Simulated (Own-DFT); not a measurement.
# Response to strain: 2H SiC, 32 atoms (C16Si16)

All numbers below are calculated, not measured. The program, named Own-DFT, is a retired in-house plane-wave density functional code that no person has reviewed. Each row is one single-point run on a periodic cell that was not relaxed, without spin or spin-orbit coupling.

Settings of every run: PBE; PseudoDojo norm-conserving scalar-relativistic files; cutoff 42 hartree; 5 x 5 x 3 k mesh centred on Gamma; Fermi-Dirac smearing of 0.1 eV.

Known limits: forces on such cells passed a denser k mesh, each cell not checked; stress not checked against mesh or cutoff.

Unstrained cell vectors in Å: (6.165, 0.000, 0.000); (-3.083, 5.339, 0.000); (0.000, 0.000, 10.068). The unstrained cell has measured lattice constants (interpolated for alloys), not those of this functional. That, the random moves and any unrelaxed bonds set the pressure at no strain. Each run strains this cell uniformly, with the atoms carried along. Every atom was also moved at random, by a Gaussian of width 0.05 Å on each axis. Strain is the symmetric tensor, in per cent. Stress is positive in tension, and the pressure is minus a third of its trace.

| run | e_xx (%) | e_yy (%) | e_zz (%) | e_yz (%) | e_xz (%) | e_xy (%) | s_xx (GPa) | s_yy (GPa) | s_zz (GPa) | s_yz (GPa) | s_xz (GPa) | s_xy (GPa) | P (GPa) | E (meV/atom) |
|---|---|---|---|---|---|---|---|---|---|---|---|---|---|---|
| 1 | 0.28 | -1.18 | -1.26 | -0.53 | 1.33 | 1.93 | -7.44 | -9.78 | -16.24 | -0.72 | 5.64 | 6.71 | 11.15 | 68.7 |
| 2 | 1.52 | 0.11 | 1.72 | 1.70 | 1.82 | 0.59 | 3.61 | -0.66 | 1.97 | 5.01 | 4.54 | 3.19 | -1.64 | 29.3 |
| 3 | -1.93 | 1.26 | 0.78 | 1.80 | 0.38 | 0.08 | -16.64 | 1.55 | -1.35 | 5.16 | 0.95 | 3.79 | 5.48 | 36.8 |
| 4 | 1.27 | -1.79 | 1.83 | 1.43 | -1.82 | 0.60 | 1.45 | -14.63 | 2.93 | 4.76 | -6.25 | 2.28 | 3.42 | 52.3 |
| 5 | 1.06 | -0.87 | 0.24 | -1.32 | 0.77 | 0.47 | 0.56 | -6.05 | -6.30 | -3.81 | 3.49 | 3.19 | 3.93 | 11.2 |
| 6 | -1.33 | 0.37 | 0.67 | -0.11 | -0.73 | 0.36 | -13.43 | -4.66 | -2.56 | -1.32 | -3.75 | 0.01 | 6.89 | 46.8 |
| 7 | -0.74 | 0.37 | 1.90 | 0.99 | -0.64 | 1.09 | -5.37 | -2.55 | 1.60 | 2.50 | -1.95 | 3.73 | 2.11 | 24.2 |
| 8 | -0.36 | -1.29 | -1.60 | 0.13 | -1.27 | 1.16 | -8.87 | -15.03 | -15.00 | 0.05 | -4.31 | 3.17 | 12.97 | 42.5 |
| 9 | -0.86 | 0.76 | -1.50 | 1.22 | -1.53 | -1.50 | -9.56 | -0.13 | -17.97 | 4.85 | -5.79 | -7.53 | 9.22 | 34.9 |
| 10 | -1.16 | -0.53 | 1.15 | 0.73 | -0.05 | -1.38 | -12.00 | -6.85 | -0.84 | 1.75 | -1.05 | -7.46 | 6.56 | 20.1 |
| 11 | -1.60 | 0.02 | -1.81 | -0.68 | 0.60 | -0.32 | -14.89 | -3.63 | -22.18 | -2.21 | 0.67 | -1.75 | 13.56 | 39.0 |
| 12 | -1.84 | -1.55 | -0.49 | 1.88 | -1.21 | -1.46 | -17.60 | -16.52 | -10.82 | 7.16 | -4.89 | -8.60 | 14.98 | 44.3 |
| 13 | -0.22 | 1.13 | 0.79 | 0.06 | 1.81 | -0.86 | -2.16 | 1.21 | -3.76 | 0.99 | 5.05 | -3.61 | 1.57 | 18.9 |
| 14 | 1.16 | 1.99 | 1.85 | 0.58 | -0.66 | 0.37 | 4.15 | 6.85 | 4.71 | 0.63 | -2.23 | 0.04 | -5.24 | 18.3 |
| 15 | -0.40 | 1.97 | -0.45 | -1.72 | -1.03 | -1.56 | -4.34 | 5.18 | -10.73 | -5.62 | -3.64 | -7.22 | 3.29 | 38.9 |
| 16 | 0.31 | -0.46 | 0.36 | 0.07 | -0.99 | 0.11 | -2.07 | -4.90 | -5.73 | -0.34 | -2.28 | 0.52 | 4.23 | 0.0 |
| 17 | 0.82 | 0.81 | 0.21 | -1.83 | -0.70 | -1.03 | 2.96 | -1.58 | -4.80 | -6.26 | -1.84 | -5.17 | 1.14 | 10.5 |
| 18 | 0.90 | -1.09 | 0.61 | -1.63 | -0.44 | 1.01 | ? | ? | ? | ? | ? | ? | ? | ? |

E is the free energy for each atom above the lowest run shown.

## Worked fit

Each stress component was fitted by least squares to a constant and the strains of the runs shown, as fractions, with shears doubled. Shear strains stay in the fit of a normal stress only where such slopes are resolved. The slopes, in GPa:

| stress | at no strain | per e_xx | per e_yy | per e_zz | scatter |
|---|---|---|---|---|---|
| s_xx | -4.8 | 597 ± 39 | 129 ± 35 | 47 ± 35 | 1.60 |
| s_yy | -4.4 | 87 ± 44 | 554 ± 41 | 8 ± 41 | 1.85 |
| s_zz | -7.8 | 15 ± 39 | 9 ± 35 | 613 ± 35 | 1.61 |

Each shear stress against twice its own strain: yz 169 ± 8, xz 157 ± 9, xy 218 ± 21 GPa. These are stiffnesses along x, y and z of the frame in which the cell vectors are given, which need not be the crystal's axes. The atoms are held to the strained lattice; where symmetry lets them move under strain, relaxing them would lower some slopes. The table should be nearly symmetric about its diagonal, and what it lacks of that shows the noise. A ninth of its sum, 229 ± 5 GPa, estimates the bulk modulus near the mean pressure of these runs, 5.5 GPa, so it lies above the value at zero pressure.

## Withheld run

Question: what normal stresses and pressure should run 18 give?

The fit gives s_xx = -0.5, s_yy = -9.7, s_zz = -4.1 and P = 4.7 GPa. The calculation gave -0.19, -7.59, -5.50 and P = 4.43 GPa.
